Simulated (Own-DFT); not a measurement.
# Point defects and the pressure they add: C11b WSi2

Source: density functional calculations with Own-DFT, an unreviewed in-house program that is no longer used. Nothing was measured or relaxed, and spin and spin-orbit coupling are left out.

Common settings: PBE; PseudoDojo norm-conserving scalar-relativistic files; cutoff 50 hartree; 5 x 5 x 5 k mesh centred on Gamma; cold (Marzari-Vanderbilt) smearing of 0.2 eV.

Limits: forces on such cells failed a check on a denser k mesh; stress not checked against mesh or cutoff.

All runs share one cell, with vectors in Å (-2.148, -5.953, 3.409); (-6.444, 2.976, 1.136); (-2.553, -2.948, -6.757) and a volume of 403.2 Å³. Atoms were moved at random from their sites; u is the rms move along one axis. The defect's site can differ from row to row.

| cell | formula | u (Å) | P (GPa) |
|---|---|---|---|
| no defect | Si20W10 | 0.0206 | 4.32 |
| no defect | Si20W10 | 0.0452 | 5.75 |
| no defect | Si20W10 | 0.0494 | 5.85 |
| one Si vacancy | Si19W10 | 0.0290 | 3.16 |
| one Si vacancy | Si19W10 | 0.0475 | 4.23 |
| one Si vacancy | Si19W10 | 0.0505 | 4.60 |
| one W on a Si site | Si19W11 | 0.0270 | 9.69 |
| one W on a Si site | Si19W11 | 0.0314 | ? |
| one W on a Si site | Si19W11 | 0.0476 | 10.32 |
| one W on a Si site | Si19W11 | 0.0484 | 11.20 |
| one W vacancy | Si20W9 | 0.0311 | 3.48 |
| one W vacancy | Si20W9 | 0.0328 | 3.51 |
| one W vacancy | Si20W9 | 0.0462 | 4.41 |
| one Si on a W site | Si21W9 | 0.0271 | 6.04 |
| one Si on a W site | Si21W9 | 0.0330 | 6.46 |
| one Si on a W site | Si21W9 | 0.0439 | 7.33 |

## Analysis

P = P0 + c u² + a shift for each defect gives P0 = 3.98 GPa, c = 809 ± 84 GPa/Å² and a scatter of 0.23 GPa. The shifts, and each times the cell's volume:

- one W on a Si site: 4.98 ± 0.18 GPa, 12.5 eV
- one Si on a W site: 1.61 ± 0.19 GPa, 4.1 eV
- one W vacancy: -1.31 ± 0.19 GPa, -3.3 eV
- one Si vacancy: -1.51 ± 0.19 GPa, -3.8 eV

Positive is outwards. The product with the volume (160.2 GPa Å³ to the eV) is nearly free of the cell's size; divided by the bulk modulus at the cell's pressure it gives the volume that the defect adds. The atoms around the defects weren't relaxed, which would change these numbers.

## Check

Question: what pressure belongs in the blank (one W on a Si site, u = 0.0314 Å)?

The fitted form gives 9.76 ± 0.27 GPa. DFT gave 10.10 GPa.
